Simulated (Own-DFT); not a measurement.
# Strain and stress in wurtzite AlN, 72 atoms (Al36N36)

All numbers below are calculated, not measured. The program, named Own-DFT, is a retired in-house plane-wave density functional code that no person has reviewed. Each row is one single-point run on a periodic cell that was not relaxed, without spin or spin-orbit coupling.

Settings of every run: PBE; PseudoDojo norm-conserving scalar-relativistic files; cutoff 42 hartree; 4 x 4 x 3 k mesh centred on Gamma; Gaussian smearing of 0.01 eV.

Known limits: k mesh not checked against a denser one; stress not checked against mesh or cutoff.

Unstrained cell vectors in Å: (9.336, 0.000, 0.000); (-4.668, 8.085, 0.000); (0.000, 0.000, 9.964). The unstrained cell has measured lattice constants (interpolated for alloys), not those of this functional. That, the random moves and any unrelaxed bonds set the pressure at no strain. Each run strains this cell uniformly, with the atoms carried along. Every atom was also moved at random, by a Gaussian of width 0.05 Å on each axis. Strain is the symmetric tensor, in per cent. Stress is positive in tension, and the pressure is minus a third of its trace.

| run | e_xx (%) | e_yy (%) | e_zz (%) | e_yz (%) | e_xz (%) | e_xy (%) | s_xx (GPa) | s_yy (GPa) | s_zz (GPa) | s_yz (GPa) | s_xz (GPa) | s_xy (GPa) | P (GPa) | E (meV/atom) |
|---|---|---|---|---|---|---|---|---|---|---|---|---|---|---|
| 1 | 1.69 | -1.33 | 1.38 | -1.32 | 0.73 | 1.21 | 0.73 | -11.99 | 1.90 | -3.52 | 1.97 | 5.35 | 3.12 | 39.9 |
| 2 | 1.21 | -1.53 | 0.14 | -0.60 | -1.11 | 1.13 | -2.12 | -11.79 | -5.57 | -2.13 | -2.97 | 3.88 | 6.49 | 32.2 |
| 3 | 1.46 | 1.53 | 1.46 | -0.47 | 0.79 | -1.50 | 3.37 | 2.64 | 2.33 | -1.40 | 2.00 | -5.56 | -2.78 | 18.4 |
| 4 | 0.71 | 1.11 | -0.45 | 1.39 | 0.82 | 2.00 | -2.27 | 1.41 | -8.09 | 2.59 | 2.09 | 7.94 | 2.98 | 20.6 |
| 5 | -1.71 | 0.89 | -1.60 | 1.60 | -1.03 | -0.43 | -12.12 | -6.05 | -14.01 | 4.00 | -2.53 | -1.56 | 10.73 | 31.5 |
| 6 | -1.42 | 0.25 | 1.90 | -0.08 | -1.22 | 1.87 | -10.05 | -3.94 | -0.21 | -0.48 | -3.96 | 6.33 | 4.73 | 26.6 |
| 7 | 1.51 | 1.27 | 1.28 | 0.51 | 1.93 | -0.12 | 4.47 | 3.73 | -0.20 | 1.45 | 4.66 | -0.71 | -2.67 | 0.0 |
| 8 | 0.35 | 1.55 | -0.36 | -0.78 | -0.62 | 1.47 | -1.68 | 0.43 | -7.35 | -2.12 | -1.02 | 5.21 | 2.87 | 25.7 |
| 9 | 0.98 | -0.38 | 0.38 | -0.99 | -1.20 | -0.63 | -1.73 | -5.42 | -2.69 | -2.14 | -2.08 | -1.97 | 3.28 | 5.6 |
| 10 | -0.38 | -0.88 | 1.94 | -0.64 | 0.17 | 1.80 | -8.03 | -9.41 | 2.63 | -0.89 | -0.11 | 6.80 | 4.94 | 29.7 |
| 11 | 0.65 | 1.84 | -0.59 | 1.02 | 0.84 | -1.37 | -0.75 | 2.05 | -7.83 | 2.25 | 1.62 | -4.40 | 2.18 | 22.8 |
| 12 | -1.51 | 0.38 | 1.09 | -1.11 | 0.96 | 1.59 | -9.79 | -6.27 | -1.12 | -2.41 | 2.62 | 5.88 | 5.73 | 12.9 |
| 13 | 1.15 | 0.93 | -1.61 | -1.41 | 1.76 | -0.10 | -0.34 | -0.25 | -14.36 | -2.94 | 4.52 | -1.68 | 4.98 | 29.9 |
| 14 | -0.33 | 0.98 | -1.82 | 1.84 | 1.90 | -0.23 | -9.32 | -2.91 | -12.65 | 4.03 | 4.30 | -0.85 | 8.29 | 46.4 |
| 15 | -0.88 | -0.71 | 1.47 | -1.41 | -1.51 | -0.20 | -8.99 | -9.27 | -0.37 | -2.98 | -4.92 | -1.11 | 6.21 | 20.9 |
| 16 | -1.52 | 0.62 | 0.67 | 0.71 | -0.54 | -1.36 | -12.55 | -4.08 | -2.81 | 2.20 | -2.63 | -4.63 | 6.48 | 24.7 |
| 17 | 0.09 | -1.27 | 1.70 | -1.00 | 0.72 | -1.73 | -5.96 | -11.46 | 0.79 | -2.96 | 1.72 | -8.09 | 5.54 | 31.7 |
| 18 | 1.33 | 0.64 | 1.86 | -0.11 | -0.32 | 1.99 | ? | ? | ? | ? | ? | ? | ? | ? |

E is the free energy for each atom above the lowest run shown.

## Worked fit

Each stress component was fitted by least squares to a constant and the strains of the runs shown, as fractions, with shears doubled. Shear strains stay in the fit of a normal stress only where such slopes are resolved. The slopes, in GPa:

| stress | at no strain | per e_xx | per e_yy | per e_zz | scatter |
|---|---|---|---|---|---|
| s_xx | -5.9 | 438 ± 21 | 143 ± 25 | 84 ± 22 | 0.98 |
| s_yy | -6.2 | 113 ± 27 | 485 ± 32 | 65 ± 28 | 1.26 |
| s_zz | -6.0 | 51 ± 24 | 11 ± 29 | 443 ± 25 | 1.13 |

Each shear stress against twice its own strain: yz 109 ± 7, xz 124 ± 7, xy 191 ± 7 GPa. These are stiffnesses along x, y and z of the frame in which the cell vectors are given, which need not be the crystal's axes. The atoms are held to the strained lattice; where symmetry lets them move under strain, relaxing them would lower some slopes. The table should be nearly symmetric about its diagonal, and what it lacks of that shows the noise. A ninth of its sum, 204 ± 5 GPa, estimates the bulk modulus near the mean pressure of these runs, 4.3 GPa, so it lies above the value at zero pressure.

## Withheld run

Question: what normal stresses and pressure should run 18 give?

The fit gives s_xx = 2.5, s_yy = -0.3, s_zz = 3.0 and P = -1.7 GPa. The calculation gave 1.29, -0.85, 4.37 and P = -1.60 GPa.
